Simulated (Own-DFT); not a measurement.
Simulation results for Hf₃₆O₇₁ (tetragonal hafnia with one neutral oxygen vacancy, atoms displaced)

All values are calculated (Own-DFT development build). A calculation, not a measurement: plane-wave PBE and HSE06 DFT by an unreviewed code, no spin, of a simulated cell at Gamma alone, so results move with cell size and shape, stress positive in tension, energies less offsets, not probed for a lower state with spin; hafnium file: forces about 75 meV/angstrom off all-electron values; oxygen file: force components 24 meV/angstrom off all-electron in a glass; k mesh not checked against a denser one; forces and stress are PBE's, HSE06 gives the energy alone, and its difference from PBE has offsets of its own; offsets are fitted by least squares, one for each functional and potential file, so energies compare only between cells with the same atoms and settings and are not formation energies; the far tail of each file's local potential was reset to the Coulomb form; each entry is a single point on an unrelaxed cell, so the pressure reflects the starting lattice, taken from the Materials Project, from which strain is counted, and rises with the displacements; printed positions are rounded, which can move forces by about a meV/angstrom; the program is a retired in-house code; no spin-orbit coupling.

### Hf₃₆O₇₁ (tetragonal hafnia with one neutral oxygen vacancy, atoms displaced)

```xyz
107
Lattice="10.7800 0.0000 0.0000 0.0000 10.7800 0.0000 0.0000 0.0000 10.4493" Properties=species:S:1:pos:R:3 Hf36O71
Hf    10.7528     0.0106    10.4451
Hf     1.8605     1.9257     2.6781
O      0.0299     1.9184     1.6550
O      1.7796    10.7023     3.6759
O      0.0563     1.8654     4.1459
O      1.6822    10.7628     1.0166
Hf     0.0987     0.0298     5.2055
Hf     1.7564     1.9906     7.8179
O      0.1138     1.8486     6.7514
O      1.8501     0.1065     8.8866
O      0.0237     1.8751     9.5061
O      1.6893    10.7702     6.2507
Hf    10.7334     3.5184    10.2978
Hf     1.7667     5.3170     2.5873
O      0.0509     5.4495     1.6101
O      1.7319     3.6479     3.6197
O     10.7514     5.5077     4.0557
O      1.6503     3.8079     1.0368
Hf    10.7765     3.6871     5.1496
Hf     1.7813     5.3114     7.9729
O     10.7659     5.3858     6.7758
O      1.9267     3.5409     8.9649
O     10.7164     5.3386     9.4122
O      1.7379     3.5581     6.3092
Hf    10.7361     7.0802    10.4063
Hf     1.7280     8.9851     2.6756
O     10.7632     9.0408     1.6618
O      1.9190     7.2617     3.5841
O      0.0037     8.9364     4.0110
O      1.9137     7.3204     1.0561
Hf     0.0717     7.0868     5.2837
Hf     1.7265     9.0272     7.7638
O      0.0465     8.9417     6.7825
O      1.7667     7.1137     8.8236
O     10.6487     9.0810     9.3107
O      1.7227     7.0761     6.1493
Hf     3.6259     0.0055     0.1222
Hf     5.3898     1.8331     2.6857
O      3.5751     1.7917     1.5524
O      5.3722    10.7010     3.7345
O      3.6309     1.7818     4.2376
O      5.2982     0.0181     0.8995
Hf     3.5502    10.7051     5.2246
Hf     5.3014     1.7407     7.8202
O      3.5654     1.8252     6.8603
O      5.4163    10.7224     8.8878
O      3.5562     1.6975     9.5293
O      5.3454     0.0272     6.2637
Hf     3.5306     3.5198     0.1027
Hf     5.2372     5.5378     2.6891
O      3.7270     5.3230     1.5472
O      5.3799     3.5398     3.5866
O      3.5596     5.3950     4.1518
O      5.4157     3.4997     1.1265
Hf     3.4853     3.6644     5.2216
Hf     5.5233     5.2605     7.7853
O      3.7276     5.4046     6.8373
O      5.3594     3.6887     8.7351
O      3.6714     5.3265     9.4265
O      5.2575     3.6852     6.3036
Hf     3.6598     7.2125    10.3964
Hf     5.3796     9.1110     2.5988
O      3.5181     9.0398     1.6424
O      5.4142     7.1137     3.6476
O      3.5504     9.0161     4.2527
O      5.2924     7.2624     1.1110
Hf     3.5860     7.1873     5.1030
Hf     5.3698     9.0120     7.8790
O      3.7009     9.0096     6.8108
O      5.5008     7.0936     8.8733
O      3.5896     8.9307     9.3863
O      5.3877     7.1845     6.3404
Hf     7.1780     0.0729     0.0572
Hf     8.9740     1.6705     2.4739
O      7.3730     1.8673     1.3467
O      8.8797    10.7112     3.5402
O      7.1689     1.8111     4.1968
O      8.9933    10.7720     1.1398
Hf     7.2487     0.0031     5.3036
Hf     8.8925     1.7632     7.8828
O      7.2453     1.8562     6.8172
O      8.9351     0.0200     8.8801
O      7.1868     1.9781     9.4085
O      9.0394    10.6494     6.1453
Hf     7.1439     3.5336     0.3003
Hf     9.1122     5.3699     2.4822
O      7.2886     5.3539     1.6616
O      8.8894     3.7070     3.5361
O      7.0501     5.4319     4.1612
O      9.0644     3.6580     1.0641
Hf     7.1531     3.6501     5.2519
Hf     9.0815     5.4258     7.9169
O      7.0390     5.4108     6.9460
O      8.8789     3.5489     8.9845
O      7.1498     5.3755     9.5308
O      9.0703     3.6197     6.1250
Hf     7.0569     7.1205     0.0101
Hf     8.9522     9.0192     2.8244
O      7.2108     9.0435     1.7368
O      8.8219     7.3049     3.5972
O      7.2055     8.8498     4.1322
O      8.9917     7.1925     1.0904
Hf     7.1414     7.1960     5.2859
Hf     8.9634     9.0144     7.7529
O      7.4295     9.0453     6.8315
O      9.0881     7.0856     8.8120
O      7.2451     8.9680     9.3855
```

* first functional: PBE
* second functional: HSE06
* exact exchange share: 0.25
* screening: 0.11 1/bohr
* exchange divergence: Gygi-Baldereschi
* potential files: PseudoDojo norm-conserving, scalar-relativistic, made for PBE, standard set
* wave cutoff: 48 hartree
* occupations: fixed
* k mesh: 1 x 1 x 1 centred on Gamma
* PBE energy of cell above offsets: -86.134 eV
* HSE06 less PBE above offsets: 0.565 eV
* PBE pressure: 6.03 GPa
* PBE stress xx: -6.44 GPa
* PBE stress yy: -6.17 GPa
* PBE stress zz: -5.47 GPa
* PBE stress yz: -1.05 GPa
* PBE stress xz: -1.49 GPa
* PBE stress xy: -0.29 GPa

Force:
| element | x (eV/Å) | y (eV/Å) | z (eV/Å) |
| --- | --- | --- | --- |
| Hf | 0.955 | -1.897 | 0.639 |
| Hf | -2.152 | -3.431 | -0.878 |
| O | 0.368 | -0.421 | -0.431 |
| O | 0.41 | 3.067 | 0.64 |
| O | -0.142 | -0.733 | 0.776 |
| O | 1.377 | 0.804 | 0.221 |
| Hf | -1.127 | -0.215 | -1.909 |
| Hf | 0.965 | -4.267 | 0.259 |
| O | -2.691 | -0.518 | 0.538 |
| O | -0.952 | -1.229 | -1.446 |
| O | -0.009 | -3.4 | -2.553 |
| O | 2.652 | -0.715 | 0.685 |
| Hf | -1.624 | 2.315 | 4.074 |
| Hf | 0.878 | 3.587 | -1.541 |
| O | 1.033 | 1.127 | -1.95 |
| O | 0.882 | -0.185 | 1.554 |
| O | 0.845 | -1.205 | 0.916 |
| O | 2.318 | -1.281 | 0.093 |
| Hf | -1.454 | -0.878 | -0.122 |
| Hf | 2.651 | 1.71 | -1.602 |
| O | 0.859 | 0.087 | 0.154 |
| O | -0.846 | 1.475 | 0.538 |
| O | 0.989 | -0.538 | -1.095 |
| O | 0.788 | 1.254 | -0.627 |
| Hf | 0.035 | 3.158 | 2.041 |
| Hf | -1.019 | -0.132 | -2.819 |
| O | -0.334 | -0.141 | -1.666 |
| O | 0.21 | -2.598 | 1.056 |
| O | 0.132 | 0.294 | 3.673 |
| O | -1.264 | -1.437 | -1.434 |
| Hf | -3.415 | 2.076 | -1.705 |
| Hf | 1.447 | 0.882 | 2.347 |
| O | -0.93 | -0.417 | -1.154 |
| O | -0.531 | 0.722 | -0.243 |
| O | 1.312 | -1.078 | 1.047 |
| O | 3.405 | 0.391 | 1.265 |
| Hf | -5.632 | -1.742 | -2.661 |
| Hf | 0.056 | 0.267 | 0.38 |
| O | -0.187 | 0.421 | 1.36 |
| O | 0.132 | 1.979 | -0.654 |
| O | -0.633 | 0.548 | -0.603 |
| O | 4.619 | 0.231 | 3.396 |
| Hf | 0.058 | 0.661 | 0.749 |
| Hf | 0.838 | 1.422 | 1.2 |
| O | -0.702 | -0.106 | -0.361 |
| O | 0.298 | 1.435 | -0.129 |
| O | 1.274 | 2.012 | -0.669 |
| O | 1.443 | 0.231 | 0.332 |
| Hf | 1.137 | 1.563 | -1.324 |
| Hf | 4.128 | -3.15 | -0.946 |
| O | -3.223 | -0.63 | -0.382 |
| O | -0.462 | 0.901 | 0.995 |
| O | -0.095 | -0.713 | -0.158 |
| O | -1.985 | -0.941 | 0.032 |
| Hf | 2.109 | -0.217 | 1.777 |
| Hf | -7.075 | 3.16 | 3.77 |
| O | -3.987 | 0.013 | -1.061 |
| O | -0.506 | -5.715 | 2.713 |
| O | -1.688 | 0.439 | 1.087 |
| O | 1.445 | -1.72 | -2.397 |
| Hf | -1.38 | -1.197 | -0.098 |
| Hf | 0.234 | -2.62 | -0.29 |
| O | 1.969 | 1.117 | -0.037 |
| O | -1.475 | 4.296 | 1.664 |
| O | 0.654 | -0.755 | -0.34 |
| O | 1.343 | -0.197 | -0.085 |
| Hf | 0.456 | 0.049 | 2.259 |
| Hf | 0.759 | -2.356 | 0.49 |
| O | -2.72 | 0.23 | -0.492 |
| O | -0.493 | 2.046 | 0.628 |
| O | 0.536 | 0.836 | -0.036 |
| O | 0.19 | 1.427 | -1.691 |
| Hf | 1.118 | -1.247 | -1.949 |
| Hf | 2.051 | 1.779 | 2.029 |
| O | -2.524 | -2.365 | 2.73 |
| O | -0.346 | 4.966 | 3.572 |
| O | -0.218 | -0.492 | -0.205 |
| O | -0.246 | 0.913 | -1.805 |
| Hf | -1.038 | -0.444 | -1.75 |
| Hf | 0.953 | 1.757 | 0.603 |
| O | -1.27 | -0.733 | -0.661 |
| O | -0.409 | 1.172 | -0.155 |
| O | -0.806 | -2.996 | -0.368 |
| O | 0.745 | 1.24 | 0.761 |
| Hf | 1.993 | 3.907 | -3.952 |
| Hf | -2.596 | 1.871 | 1.615 |
| O | -2.728 | 0.265 | -0.736 |
| O | 0.389 | -2.022 | 1.171 |
| O | 0.082 | -0.763 | 2.615 |
| O | 0.432 | -0.133 | -0.461 |
| Hf | 0.359 | 0.811 | -1.415 |
| Hf | -2.382 | -1.95 | -1.156 |
| O | 9.387 | -0.069 | -4.72 |
| O | 1.785 | 0.246 | -1.845 |
| O | 0.527 | -0.34 | 0.194 |
| O | -1.671 | -0.063 | 0.831 |
| Hf | 1.196 | 0.079 | 0.274 |
| Hf | 1.6 | -3.499 | -4.7 |
| O | -1.902 | 0.902 | -2.018 |
| O | 0.829 | -4.297 | 2.081 |
| O | -1.663 | 2.642 | 2.675 |
| O | 0.26 | -0.354 | -2.238 |
| Hf | 0.875 | -1.239 | -1.12 |
| Hf | 4.591 | -1.101 | 3.754 |
| O | -6.743 | -0.373 | -2.963 |
| O | 0 | 2.318 | 0.438 |
| O | -0.084 | 0.138 | 1.112 |
